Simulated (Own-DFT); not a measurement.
# Computed records: GaAs (zincblende with one plane slipped along a stacking-fault path, atoms displaced)

Computed with Own-DFT development build. A calculation, not a measurement: plane-wave PBE density functional theory by an unreviewed code, no spin, of a simulated periodic cell, stress positive in tension, free energy of the whole cell less one offset for each atom, forces on such cells passed a denser k mesh, this cell's mesh not checked; offsets are fitted by least squares, one for each functional and potential file, so energies compare only between cells with the same atoms and settings and are not formation energies; the far tail of each file's local potential was reset to the Coulomb form; each entry is a single point on an unrelaxed cell, so the pressure reflects the starting lattice, mostly measured values (interpolated for alloys), from which strain is counted, and rises with the displacements; printed positions are rounded, which can move forces by about a meV/angstrom; the program, named Own-DFT, is a retired in-house code; no spin-orbit coupling.

Common to all runs: functional PBE; potential files PseudoDojo norm-conserving, scalar-relativistic, standard set; wave cutoff 42 hartree; occupations Fermi-Dirac; smearing width 0.1 eV; k mesh 4 x 4 x 2 centred on Gamma.

(1) GaAs (zincblende with one plane slipped along a stacking-fault path, atoms displaced)

```cif
# cell vector a (Å): 5.6533 -5.6533 0.0000
# cell vector b (Å): 0.0000 5.6533 -5.6533
# cell vector c (Å): 12.1546 12.1546 9.6106
data_GaAs
_symmetry_space_group_name_H-M 'P 1'
_symmetry_Int_Tables_number 1
_cell_length_a 7.9950
_cell_length_b 7.9950
_cell_length_c 19.6935
_cell_angle_alpha 84.759
_cell_angle_beta 90.000
_cell_angle_gamma 120.000
_cell_volume 1084.07
loop_
_atom_site_label
_atom_site_type_symbol
_atom_site_fract_x
_atom_site_fract_y
_atom_site_fract_z
_atom_site_occupancy
Ga1 Ga 0.99782 0.00507 0.99940 1
As1 As 0.98372 0.96036 0.12542 1
Ga2 Ga 0.13389 0.27374 0.16656 1
As2 As 0.12284 0.24101 0.29035 1
Ga3 Ga 0.28300 0.06841 0.33232 1
As3 As 0.26767 0.02651 0.45838 1
Ga4 Ga 0.07192 0.14757 0.49906 1
As4 As 0.05554 0.10994 0.62636 1
Ga5 Ga 0.21249 0.42582 0.66676 1
As5 As 0.19388 0.39027 0.79324 1
Ga6 Ga 0.36092 0.21885 0.83156 1
As6 As 0.34190 0.18525 0.95705 1
Ga7 Ga 0.00583 0.50879 0.99986 1
As7 As 0.97977 0.45970 0.12596 1
Ga8 Ga 0.13877 0.77983 0.16709 1
As8 As 0.12124 0.74510 0.28923 1
Ga9 Ga 0.28841 0.57543 0.33084 1
As9 As 0.26577 0.53917 0.45886 1
Ga10 Ga 0.06657 0.65006 0.50075 1
As10 As 0.05919 0.61474 0.62715 1
Ga11 Ga 0.21182 0.93006 0.66836 1
As11 As 0.20687 0.90046 0.79149 1
Ga12 Ga 0.35263 0.70672 0.83363 1
As12 As 0.34224 0.67699 0.95978 1
Ga13 Ga 0.49938 0.99447 0.00390 1
As13 As 0.47748 0.96727 0.12346 1
Ga14 Ga 0.63586 0.28033 0.16627 1
As14 As 0.63150 0.25237 0.29276 1
Ga15 Ga 0.78994 0.06739 0.33323 1
As15 As 0.76387 0.02854 0.46018 1
Ga16 Ga 0.57034 0.14139 0.49937 1
As16 As 0.55910 0.10811 0.62344 1
Ga17 Ga 0.71901 0.43762 0.66474 1
As17 As 0.69640 0.39388 0.79036 1
Ga18 Ga 0.86046 0.21580 0.83522 1
As18 As 0.84639 0.18185 0.95909 1
Ga19 Ga 0.49537 0.49361 0.99739 1
As19 As 0.48640 0.47079 0.12417 1
Ga20 Ga 0.64127 0.78556 0.16604 1
As20 As 0.62020 0.74750 0.29232 1
Ga21 Ga 0.78416 0.56485 0.33462 1
As21 As 0.77110 0.53326 0.45592 1
Ga22 Ga 0.57081 0.64464 0.50057 1
As22 As 0.54685 0.60367 0.62635 1
Ga23 Ga 0.70666 0.92816 0.66554 1
As23 As 0.69566 0.89146 0.79144 1
Ga24 Ga 0.85712 0.70716 0.83269 1
As24 As 0.84393 0.68045 0.95825 1
```

* free energy of cell above offsets: -18.073 eV
* pressure: 3.96 GPa
* stress xx: -4.95 GPa
* stress yy: -4.43 GPa
* stress zz: -2.5 GPa
* stress yz: 0.2 GPa
* stress xz: -0.13 GPa
* stress xy: 0.1 GPa

Force:
| element | x (eV/Å) | y (eV/Å) | z (eV/Å) |
| --- | --- | --- | --- |
| Ga | 0.454 | -0.519 | 0.318 |
| As | -0.516 | -0.059 | -0.021 |
| Ga | 0.449 | -0.142 | -0.649 |
| As | 0.36 | 0.399 | -0.469 |
| Ga | 0.336 | -0.391 | 0.144 |
| As | -1.542 | -0.257 | 0.885 |
| Ga | 1.436 | 0.625 | -1.084 |
| As | -0.559 | -0.089 | 0.103 |
| Ga | 0.069 | 0.445 | 0.138 |
| As | -0.229 | -0.314 | -0.292 |
| Ga | 0.193 | 0.187 | 0.2 |
| As | -0.233 | -0.63 | 0.867 |
| Ga | 0.055 | -0.055 | 0.516 |
| As | -0.226 | -0.093 | -0.018 |
| Ga | -0.112 | -0.292 | -0.088 |
| As | 0.337 | 0.385 | 0.033 |
| Ga | -0.237 | 0.221 | 0.761 |
| As | -1.292 | -1.066 | 1.088 |
| Ga | 1.72 | 0.517 | -0.975 |
| As | -0.345 | -0.262 | -0.002 |
| Ga | 0.384 | -0.246 | -0.43 |
| As | -0.318 | 0.203 | 0.594 |
| Ga | 0.428 | 0.145 | -0.37 |
| As | -0.188 | 0.029 | -0.423 |
| Ga | -0.546 | -0.476 | -1.077 |
| As | 0.54 | 0.165 | 0.873 |
| Ga | 0.402 | 0.287 | -0.338 |
| As | -0.629 | -0.264 | 0.382 |
| Ga | -0.075 | 0.411 | 0.151 |
| As | -1.12 | -1.339 | 1.003 |
| Ga | 1.211 | 0.941 | -1.249 |
| As | -0.287 | 0.908 | -0.269 |
| Ga | -0.013 | -0.166 | 0.463 |
| As | 0.132 | -0.408 | 0.128 |
| Ga | -0.576 | -0.011 | 0.195 |
| As | -0.472 | 0.809 | -0.093 |
| Ga | 0.91 | 0.239 | -0.217 |
| As | -0.589 | -0.045 | 0.512 |
| Ga | 0.141 | 0.251 | -0.162 |
| As | 0.261 | -0.642 | -0.213 |
| Ga | -0.299 | -0.029 | -0.729 |
| As | -1.326 | 0.127 | 1.601 |
| Ga | 1.038 | 0.497 | -0.988 |
| As | 0.145 | -0.223 | -0.411 |
| Ga | 0.658 | -0.312 | 0.253 |
| As | 0.124 | 0.024 | 0.065 |
| Ga | 0.285 | 0.23 | -0.575 |
| As | -0.339 | 0.284 | -0.132 |

(2) GaAs (zincblende with one plane slipped along a stacking-fault path, atoms displaced)

```cif
# cell vector a (Å): 5.6533 -5.6533 0.0000
# cell vector b (Å): 0.0000 5.6533 -5.6533
# cell vector c (Å): 12.1546 12.1546 9.6106
data_GaAs
_symmetry_space_group_name_H-M 'P 1'
_symmetry_Int_Tables_number 1
_cell_length_a 7.9950
_cell_length_b 7.9950
_cell_length_c 19.6935
_cell_angle_alpha 84.759
_cell_angle_beta 90.000
_cell_angle_gamma 120.000
_cell_volume 1084.07
loop_
_atom_site_label
_atom_site_type_symbol
_atom_site_fract_x
_atom_site_fract_y
_atom_site_fract_z
_atom_site_occupancy
Ga1 Ga 0.99930 0.99725 0.99908 1
As1 As 0.97583 0.96269 0.12734 1
Ga2 Ga 0.14575 0.28390 0.16878 1
As2 As 0.12512 0.24705 0.28905 1
Ga3 Ga 0.28403 0.06299 0.33328 1
As3 As 0.26858 0.02982 0.45895 1
Ga4 Ga 0.07463 0.14846 0.50255 1
As4 As 0.06079 0.11329 0.62574 1
Ga5 Ga 0.22235 0.44029 0.66587 1
As5 As 0.19416 0.39270 0.79101 1
Ga6 Ga 0.35879 0.21093 0.83444 1
As6 As 0.33843 0.17350 0.95924 1
Ga7 Ga 0.99391 0.49922 0.00198 1
As7 As 0.98211 0.46476 0.12290 1
Ga8 Ga 0.14073 0.78470 0.16591 1
As8 As 0.11684 0.74508 0.29183 1
Ga9 Ga 0.28227 0.56914 0.33296 1
As9 As 0.27119 0.53086 0.45707 1
Ga10 Ga 0.06919 0.64765 0.49877 1
As10 As 0.05458 0.61330 0.62657 1
Ga11 Ga 0.22195 0.94013 0.66529 1
As11 As 0.20202 0.90718 0.79380 1
Ga12 Ga 0.35858 0.71814 0.83188 1
As12 As 0.34941 0.69145 0.96003 1
Ga13 Ga 0.49753 0.00309 0.99939 1
As13 As 0.47588 0.95585 0.12378 1
Ga14 Ga 0.64117 0.27912 0.16761 1
As14 As 0.61955 0.24164 0.29181 1
Ga15 Ga 0.78113 0.06779 0.33329 1
As15 As 0.76060 0.02848 0.45616 1
Ga16 Ga 0.58325 0.16265 0.50028 1
As16 As 0.55714 0.11211 0.62350 1
Ga17 Ga 0.70988 0.42917 0.66568 1
As17 As 0.70415 0.40143 0.79349 1
Ga18 Ga 0.85487 0.21958 0.83249 1
As18 As 0.83662 0.17749 0.95762 1
Ga19 Ga 0.50017 0.49310 0.00256 1
As19 As 0.48432 0.46087 0.12651 1
Ga20 Ga 0.64245 0.78759 0.17058 1
As20 As 0.62042 0.74244 0.29093 1
Ga21 Ga 0.78703 0.56976 0.33331 1
As21 As 0.75729 0.51852 0.45830 1
Ga22 Ga 0.57441 0.64909 0.49890 1
As22 As 0.56346 0.61528 0.62650 1
Ga23 Ga 0.71739 0.92754 0.66552 1
As23 As 0.70481 0.89741 0.79340 1
Ga24 Ga 0.86044 0.71678 0.83422 1
As24 As 0.84034 0.67404 0.95746 1
```

- free energy of cell above offsets: -18.492 eV
- pressure: 3.81 GPa
- stress xx: -4.46 GPa
- stress yy: -4.28 GPa
- stress zz: -2.7 GPa
- stress yz: -0.05 GPa
- stress xz: -0.22 GPa
- stress xy: -0.08 GPa

Force:
| element | x (eV/Å) | y (eV/Å) | z (eV/Å) |
| --- | --- | --- | --- |
| Ga | -0.019 | 0.353 | 0.276 |
| As | -0.044 | -0.463 | -0.373 |
| Ga | -0.633 | -0.3 | -0.598 |
| As | 0.465 | 0.664 | 0.609 |
| Ga | -0.082 | 0.411 | -0.114 |
| As | -0.96 | -0.55 | 1.038 |
| Ga | 0.183 | 0.341 | -1.198 |
| As | -0.093 | 0.458 | -0.207 |
| Ga | -0.078 | 0.071 | 0.244 |
| As | 0.406 | -0.042 | -0.044 |
| Ga | 0.487 | 0.654 | -0.881 |
| As | -0.209 | 0.444 | -0.45 |
| Ga | 0.169 | -1.048 | -0.404 |
| As | 0.499 | 0.364 | 0.738 |
| Ga | -0.199 | 0.142 | 0.126 |
| As | 0.244 | -0.53 | -0.197 |
| Ga | -0.21 | -0.195 | 0.083 |
| As | -1.372 | -0.009 | 1.333 |
| Ga | 1.366 | 0.447 | -0.936 |
| As | -0.178 | -0.14 | -0.207 |
| Ga | 0.174 | 0.15 | 0.595 |
| As | -0.772 | -1.098 | 0.466 |
| Ga | 0.288 | 0.145 | 0.207 |
| As | -0.864 | -0.581 | 0.884 |
| Ga | 0.549 | -0.182 | 0.069 |
| As | 0.452 | 0.227 | -0.193 |
| Ga | -0.115 | -0.272 | -0.052 |
| As | 0.209 | 0.07 | -0.348 |
| Ga | -0.046 | -0.558 | -0.163 |
| As | 0.067 | -0.611 | 1.229 |
| Ga | 0.247 | 0.314 | -0.583 |
| As | 0.399 | -0.069 | 0.23 |
| Ga | 0.774 | -0.037 | 0.311 |
| As | -0.905 | -0.085 | -0.087 |
| Ga | 0.351 | -0.211 | 0.235 |
| As | 0.315 | 0.035 | -0.112 |
| Ga | -0.233 | 0.166 | -0.488 |
| As | 0.17 | 0.251 | -0.125 |
| Ga | -0.744 | -0.585 | -0.114 |
| As | 0.531 | 0.552 | 0.18 |
| Ga | -0.558 | 0.044 | 0.409 |
| As | -0.58 | -0.582 | 0.486 |
| Ga | 1.304 | 0.864 | -1.036 |
| As | -0.857 | -0.22 | -0.1 |
| Ga | 0.664 | 0.641 | -0.267 |
| As | -0.687 | -0.014 | -0.214 |
| Ga | 0.183 | -0.001 | -0.225 |
| As | -0.059 | 0.572 | -0.029 |

(3) GaAs (zincblende with one plane slipped along a stacking-fault path, atoms displaced)

```cif
# cell vector a (Å): 5.6533 -5.6533 0.0000
# cell vector b (Å): 0.0000 5.6533 -5.6533
# cell vector c (Å): 12.1546 12.1546 9.6106
data_GaAs
_symmetry_space_group_name_H-M 'P 1'
_symmetry_Int_Tables_number 1
_cell_length_a 7.9950
_cell_length_b 7.9950
_cell_length_c 19.6935
_cell_angle_alpha 84.759
_cell_angle_beta 90.000
_cell_angle_gamma 120.000
_cell_volume 1084.07
loop_
_atom_site_label
_atom_site_type_symbol
_atom_site_fract_x
_atom_site_fract_y
_atom_site_fract_z
_atom_site_occupancy
Ga1 Ga 0.99106 0.99086 0.00165 1
As1 As 0.98331 0.96474 0.12233 1
Ga2 Ga 0.13719 0.28265 0.16882 1
As2 As 0.13114 0.24850 0.29332 1
Ga3 Ga 0.28447 0.07039 0.33126 1
As3 As 0.26312 0.03085 0.45791 1
Ga4 Ga 0.07233 0.15460 0.49862 1
As4 As 0.05827 0.10796 0.62629 1
Ga5 Ga 0.21770 0.43857 0.66811 1
As5 As 0.19742 0.39623 0.79305 1
Ga6 Ga 0.35924 0.21291 0.83351 1
As6 As 0.33735 0.17240 0.95579 1
Ga7 Ga 0.99284 0.49705 0.00093 1
As7 As 0.97684 0.46767 0.12156 1
Ga8 Ga 0.14305 0.78634 0.16641 1
As8 As 0.11625 0.73718 0.29438 1
Ga9 Ga 0.28692 0.56667 0.33329 1
As9 As 0.27261 0.53880 0.45434 1
Ga10 Ga 0.07640 0.65006 0.49980 1
As10 As 0.06085 0.61160 0.62848 1
Ga11 Ga 0.22504 0.93712 0.66619 1
As11 As 0.19767 0.89923 0.79175 1
Ga12 Ga 0.35622 0.71299 0.83653 1
As12 As 0.33805 0.67594 0.95940 1
Ga13 Ga 0.50620 0.00596 0.99955 1
As13 As 0.47904 0.95697 0.12488 1
Ga14 Ga 0.63963 0.28390 0.16829 1
As14 As 0.62445 0.24183 0.29342 1
Ga15 Ga 0.78062 0.06301 0.33370 1
As15 As 0.76340 0.02205 0.45909 1
Ga16 Ga 0.57182 0.14945 0.50159 1
As16 As 0.55639 0.11181 0.62461 1
Ga17 Ga 0.70918 0.43256 0.66757 1
As17 As 0.69491 0.39669 0.79018 1
Ga18 Ga 0.85582 0.21925 0.83307 1
As18 As 0.84791 0.18511 0.95680 1
Ga19 Ga 0.50420 0.49854 0.00113 1
As19 As 0.48390 0.46443 0.12635 1
Ga20 Ga 0.64374 0.78307 0.16713 1
As20 As 0.62497 0.74404 0.29053 1
Ga21 Ga 0.78320 0.56501 0.33352 1
As21 As 0.76643 0.53706 0.45725 1
Ga22 Ga 0.57529 0.64927 0.50236 1
As22 As 0.55793 0.60886 0.62617 1
Ga23 Ga 0.71847 0.92768 0.66615 1
As23 As 0.69773 0.89811 0.79460 1
Ga24 Ga 0.85844 0.71760 0.83224 1
As24 As 0.83508 0.67392 0.96081 1
```

- free energy of cell above offsets: -18.381 eV
- pressure: 3.84 GPa
- stress xx: -4.57 GPa
- stress yy: -4.4 GPa
- stress zz: -2.55 GPa
- stress yz: -0.19 GPa
- stress xz: -0.46 GPa
- stress xy: 0.07 GPa

Force:
| element | x (eV/Å) | y (eV/Å) | z (eV/Å) |
| --- | --- | --- | --- |
| Ga | 0.01 | -0.497 | -0.798 |
| As | 0.526 | 0.67 | 0.411 |
| Ga | -0.201 | -0.151 | -0.51 |
| As | -0.855 | 0.357 | 0.015 |
| Ga | 0.294 | -0.252 | 0.723 |
| As | -0.785 | -0.735 | 0.957 |
| Ga | 1.338 | 0.596 | -0.905 |
| As | -0.068 | 0.196 | -0.628 |
| Ga | 0.104 | -0.438 | 0.638 |
| As | 0.022 | -0.174 | 0.057 |
| Ga | -0.209 | 0.232 | -0.365 |
| As | 0.372 | 0.767 | 0.197 |
| Ga | 0.174 | -0.55 | -0.441 |
| As | 0.782 | 0.275 | 0.867 |
| Ga | -0.048 | 0.132 | 0.342 |
| As | 0.061 | -0.432 | -0.86 |
| Ga | -0.196 | -0.188 | -0.458 |
| As | -0.394 | -0.158 | 1.632 |
| Ga | 0.932 | 0.906 | -0.853 |
| As | -0.87 | 0.188 | -0.436 |
| Ga | -0.131 | 0.23 | 0.383 |
| As | 0.018 | -0.484 | 0.321 |
| Ga | -0.201 | -0.006 | -0.369 |
| As | 0.324 | 0.336 | 0.129 |
| Ga | -0.16 | -0.269 | 0.194 |
| As | 0.331 | 0.183 | -0.383 |
| Ga | -0.071 | -0.356 | 0.131 |
| As | -0.186 | 0.003 | -0.326 |
| Ga | 0.396 | -0.303 | 0.03 |
| As | -1.149 | -0.079 | 0.858 |
| Ga | 0.596 | 0.171 | -1.291 |
| As | 0.603 | -0.127 | 0.045 |
| Ga | 0.434 | -0.817 | 0.057 |
| As | 0.306 | 0.166 | 0.159 |
| Ga | 0.068 | -0.136 | -0.184 |
| As | -0.202 | 0.158 | 0.463 |
| Ga | -0.671 | 0.18 | 0.395 |
| As | -0.418 | 0.131 | 0.254 |
| Ga | -0.047 | -0.145 | -0.241 |
| As | 0.08 | 0.12 | -0.032 |
| Ga | -0.238 | 0.123 | 0.161 |
| As | -0.524 | -0.892 | 1.45 |
| Ga | 0.568 | 0.683 | -1.056 |
| As | -0.42 | 0.407 | -0.187 |
| Ga | 0.319 | 0.546 | -0.036 |
| As | -0.512 | -0.323 | -0.105 |
| Ga | 0.203 | 0.282 | 0.199 |
| As | -0.303 | -0.526 | -0.606 |

(4) GaAs (zincblende with one plane slipped along a stacking-fault path, atoms displaced)

```cif
# cell vector a (Å): 5.6533 -5.6533 0.0000
# cell vector b (Å): 0.0000 5.6533 -5.6533
# cell vector c (Å): 12.1546 12.1546 9.6106
data_GaAs
_symmetry_space_group_name_H-M 'P 1'
_symmetry_Int_Tables_number 1
_cell_length_a 7.9950
_cell_length_b 7.9950
_cell_length_c 19.6935
_cell_angle_alpha 84.759
_cell_angle_beta 90.000
_cell_angle_gamma 120.000
_cell_volume 1084.07
loop_
_atom_site_label
_atom_site_type_symbol
_atom_site_fract_x
_atom_site_fract_y
_atom_site_fract_z
_atom_site_occupancy
Ga1 Ga 0.99817 0.00348 0.00024 1
As1 As 0.98038 0.96873 0.12657 1
Ga2 Ga 0.13252 0.27615 0.16542 1
As2 As 0.12835 0.24782 0.29112 1
Ga3 Ga 0.28421 0.06925 0.33356 1
As3 As 0.26335 0.03151 0.46043 1
Ga4 Ga 0.07434 0.15024 0.49693 1
As4 As 0.04323 0.09613 0.62720 1
Ga5 Ga 0.21842 0.43243 0.66688 1
As5 As 0.20432 0.39146 0.79228 1
Ga6 Ga 0.35485 0.21235 0.83414 1
As6 As 0.34115 0.17723 0.95657 1
Ga7 Ga 0.99767 0.50263 0.00111 1
As7 As 0.98048 0.45885 0.12433 1
Ga8 Ga 0.13957 0.77911 0.16861 1
As8 As 0.12029 0.74030 0.29290 1
Ga9 Ga 0.27532 0.56274 0.33309 1
As9 As 0.25917 0.52702 0.45883 1
Ga10 Ga 0.07362 0.64791 0.50093 1
As10 As 0.06125 0.61371 0.62420 1
Ga11 Ga 0.21858 0.93523 0.66560 1
As11 As 0.19845 0.89850 0.79544 1
Ga12 Ga 0.35440 0.71530 0.83399 1
As12 As 0.33752 0.68739 0.95970 1
Ga13 Ga 0.50197 0.99261 0.00159 1
As13 As 0.47813 0.95894 0.12371 1
Ga14 Ga 0.64056 0.28744 0.16378 1
As14 As 0.62178 0.24331 0.29039 1
Ga15 Ga 0.78454 0.05823 0.33241 1
As15 As 0.76739 0.02767 0.45880 1
Ga16 Ga 0.57526 0.14872 0.49897 1
As16 As 0.54846 0.10698 0.62594 1
Ga17 Ga 0.71832 0.43211 0.66693 1
As17 As 0.68929 0.39595 0.79479 1
Ga18 Ga 0.85069 0.21167 0.83248 1
As18 As 0.84156 0.17758 0.95890 1
Ga19 Ga 0.49649 0.49677 0.00072 1
As19 As 0.48186 0.45796 0.12238 1
Ga20 Ga 0.64920 0.79540 0.16450 1
As20 As 0.63059 0.74733 0.29380 1
Ga21 Ga 0.77914 0.57361 0.33246 1
As21 As 0.76763 0.53451 0.45708 1
Ga22 Ga 0.56547 0.65022 0.49924 1
As22 As 0.55932 0.60967 0.62435 1
Ga23 Ga 0.71625 0.92567 0.66428 1
As23 As 0.70016 0.90095 0.79294 1
Ga24 Ga 0.85810 0.71323 0.83085 1
As24 As 0.83531 0.68240 0.95757 1
```

* free energy of cell above offsets: -17.903 eV
* pressure: 4.01 GPa
* stress xx: -4.83 GPa
* stress yy: -4.57 GPa
* stress zz: -2.62 GPa
* stress yz: 0.32 GPa
* stress xz: 0.06 GPa
* stress xy: 0.43 GPa

Force:
| element | x (eV/Å) | y (eV/Å) | z (eV/Å) |
| --- | --- | --- | --- |
| Ga | 0.314 | -0.449 | 0.166 |
| As | -0.116 | -1.223 | 0.384 |
| Ga | 0.993 | 0.179 | -0.576 |
| As | -0.461 | 0.027 | 0.087 |
| Ga | 0.14 | -0.239 | 0.301 |
| As | -0.891 | -1.59 | 1.013 |
| Ga | 1.453 | 1.501 | -0.662 |
| As | 0.442 | -0.372 | -1.472 |
| Ga | -0.122 | -0.229 | 0.335 |
| As | -0.639 | 0.801 | -0.268 |
| Ga | 0.192 | 0.17 | 0.004 |
| As | 0.388 | 0.402 | 0.449 |
| Ga | -0.355 | -0.135 | -0.221 |
| As | 0.081 | 0.412 | -0.128 |
| Ga | -0.201 | -0.01 | -0.172 |
| As | -0.067 | 0.349 | -0.467 |
| Ga | 0.624 | -0.295 | -0.145 |
| As | -1.101 | -0.972 | 0.99 |
| Ga | 0.584 | 0.941 | -1.214 |
| As | 0.092 | 0.327 | 0.411 |
| Ga | 0.106 | 0.504 | 0.743 |
| As | -0.761 | -0.896 | -0.139 |
| Ga | 0.297 | -0.217 | 0.067 |
| As | -0.341 | -0.855 | 0.749 |
| Ga | -0.022 | 0.318 | -0.872 |
| As | 0.248 | 0.575 | 0.014 |
| Ga | 0.241 | -0.206 | 0.607 |
| As | 0.246 | -0.06 | -0.159 |
| Ga | 0.363 | 0.654 | -0.663 |
| As | -1.536 | -0.575 | 1.007 |
| Ga | 1.037 | 0.922 | -1.099 |
| As | 0.534 | -0.564 | -0.484 |
| Ga | 0.21 | -0.042 | 0.245 |
| As | -0.138 | -1.023 | -0.154 |
| Ga | 0.725 | 0.19 | -0.513 |
| As | -0.245 | 0.355 | -0.45 |
| Ga | -0.475 | -0.198 | -0.484 |
| As | 0.137 | 1.169 | -0.135 |
| Ga | -0.295 | 0.085 | 1.069 |
| As | -1.704 | 0.212 | -0.311 |
| Ga | 0.427 | -0.959 | 0.89 |
| As | -1.004 | -0.287 | 1.222 |
| Ga | 1.458 | 0.097 | -0.953 |
| As | -0.371 | 0.039 | 0.213 |
| Ga | -0.135 | 1.157 | 0.402 |
| As | -0.805 | -0.616 | 0.385 |
| Ga | 0.347 | 0.773 | -0.15 |
| As | 0.108 | -0.147 | 0.138 |

(5) GaAs (zincblende with one plane slipped along a stacking-fault path, atoms displaced)

```cif
# cell vector a (Å): 5.6533 -5.6533 0.0000
# cell vector b (Å): 0.0000 5.6533 -5.6533
# cell vector c (Å): 12.1546 12.1546 9.6106
data_GaAs
_symmetry_space_group_name_H-M 'P 1'
_symmetry_Int_Tables_number 1
_cell_length_a 7.9950
_cell_length_b 7.9950
_cell_length_c 19.6935
_cell_angle_alpha 84.759
_cell_angle_beta 90.000
_cell_angle_gamma 120.000
_cell_volume 1084.07
loop_
_atom_site_label
_atom_site_type_symbol
_atom_site_fract_x
_atom_site_fract_y
_atom_site_fract_z
_atom_site_occupancy
Ga1 Ga 0.99704 0.99129 0.00131 1
As1 As 0.98051 0.96007 0.12895 1
Ga2 Ga 0.15342 0.28922 0.16682 1
As2 As 0.12650 0.24745 0.29377 1
Ga3 Ga 0.28504 0.06713 0.33523 1
As3 As 0.26421 0.03708 0.45976 1
Ga4 Ga 0.07472 0.15790 0.50061 1
As4 As 0.06246 0.11312 0.62452 1
Ga5 Ga 0.21210 0.43223 0.66765 1
As5 As 0.19425 0.39209 0.79223 1
Ga6 Ga 0.36264 0.21673 0.83613 1
As6 As 0.34064 0.18037 0.95800 1
Ga7 Ga 0.00609 0.51645 0.99811 1
As7 As 0.98212 0.46372 0.12497 1
Ga8 Ga 0.13200 0.77945 0.16835 1
As8 As 0.12217 0.74484 0.28994 1
Ga9 Ga 0.28230 0.56217 0.33355 1
As9 As 0.26788 0.53243 0.45979 1
Ga10 Ga 0.08177 0.64798 0.50060 1
As10 As 0.05334 0.61232 0.62637 1
Ga11 Ga 0.21851 0.93228 0.66641 1
As11 As 0.19469 0.89328 0.79064 1
Ga12 Ga 0.36067 0.71712 0.83252 1
As12 As 0.34293 0.68074 0.95879 1
Ga13 Ga 0.49683 0.99745 0.99992 1
As13 As 0.47699 0.95992 0.12553 1
Ga14 Ga 0.63979 0.28058 0.16689 1
As14 As 0.61947 0.24319 0.29023 1
Ga15 Ga 0.78395 0.07046 0.33481 1
As15 As 0.75722 0.01858 0.45840 1
Ga16 Ga 0.56988 0.14874 0.49855 1
As16 As 0.55905 0.11373 0.62620 1
Ga17 Ga 0.72116 0.43615 0.66665 1
As17 As 0.69744 0.40213 0.79018 1
Ga18 Ga 0.86343 0.21553 0.83301 1
As18 As 0.83565 0.17352 0.95824 1
Ga19 Ga 0.50330 0.50224 0.00152 1
As19 As 0.47873 0.46297 0.12447 1
Ga20 Ga 0.64218 0.77995 0.16945 1
As20 As 0.63058 0.75396 0.29244 1
Ga21 Ga 0.78375 0.56446 0.33626 1
As21 As 0.75826 0.52594 0.45816 1
Ga22 Ga 0.57767 0.65166 0.50020 1
As22 As 0.55826 0.60664 0.62294 1
Ga23 Ga 0.70988 0.92554 0.66618 1
As23 As 0.70283 0.90039 0.79182 1
Ga24 Ga 0.86454 0.72483 0.83185 1
As24 As 0.83545 0.68244 0.95928 1
```

* free energy of cell above offsets: -18.446 eV
* pressure: 3.83 GPa
* stress xx: -4.3 GPa
* stress yy: -4.64 GPa
* stress zz: -2.55 GPa
* stress yz: -0.34 GPa
* stress xz: -0.14 GPa
* stress xy: 0.05 GPa

Force:
| element | x (eV/Å) | y (eV/Å) | z (eV/Å) |
| --- | --- | --- | --- |
| Ga | 0.435 | 0.614 | -0.489 |
| As | -0.37 | -0.034 | -0.656 |
| Ga | -0.58 | 0.653 | 0.482 |
| As | -0.431 | -0.292 | 0.023 |
| Ga | -0.241 | -0.189 | 0.145 |
| As | -1.243 | -0.938 | 1.343 |
| Ga | 0.433 | 0.818 | -0.926 |
| As | -0.319 | 0.569 | 0.272 |
| Ga | 0.187 | -0.323 | -0.055 |
| As | 0.547 | -0.331 | -0.242 |
| Ga | -0.622 | -0.287 | -0.296 |
| As | 0.206 | 0.413 | 0.365 |
| Ga | -0.197 | -0.317 | 0.944 |
| As | -0.132 | -0.192 | 0.133 |
| Ga | 0.194 | -0.623 | -0.203 |
| As | 0.569 | 0.457 | 0.474 |
| Ga | 0.311 | 0.202 | -0.587 |
| As | -0.992 | -1.363 | 1.001 |
| Ga | -0.05 | 1.756 | -1.101 |
| As | 0.155 | -0.43 | -0.252 |
| Ga | 0.103 | 0.03 | -0.145 |
| As | 0.708 | -0.064 | -0.292 |
| Ga | -0.008 | 0.085 | 0.098 |
| As | -0.24 | -0.23 | -0.106 |
| Ga | 0.271 | 0.118 | -0.104 |
| As | 0.005 | -0.079 | 0.2 |
| Ga | -0.15 | -0.22 | -0.242 |
| As | 0.443 | 0.286 | -0.068 |
| Ga | -0.103 | -0.173 | -0.272 |
| As | -0.271 | -0.379 | 0.734 |
| Ga | 1.435 | 0.607 | -0.842 |
| As | -0.219 | -0.189 | -0.129 |
| Ga | -0.223 | 0.109 | 0.31 |
| As | 0.499 | -0.146 | 0.433 |
| Ga | -0.316 | 0.794 | -0.132 |
| As | 0.524 | 0.257 | -0.415 |
| Ga | -0.48 | -0.008 | 0.133 |
| As | 0.756 | -0.333 | -0.072 |
| Ga | -0.352 | 0.168 | -0.335 |
| As | -0.167 | 0.053 | 0.659 |
| Ga | -0.482 | -0.398 | -0.451 |
| As | 0.32 | -1.134 | 1.22 |
| Ga | 0.652 | 0.784 | -1.021 |
| As | -0.029 | 0.737 | 0.177 |
| Ga | 0.428 | -0.276 | -0.217 |
| As | -0.5 | -0.133 | 0.086 |
| Ga | -0.179 | 0.25 | 0.555 |
| As | -0.286 | -0.68 | -0.14 |
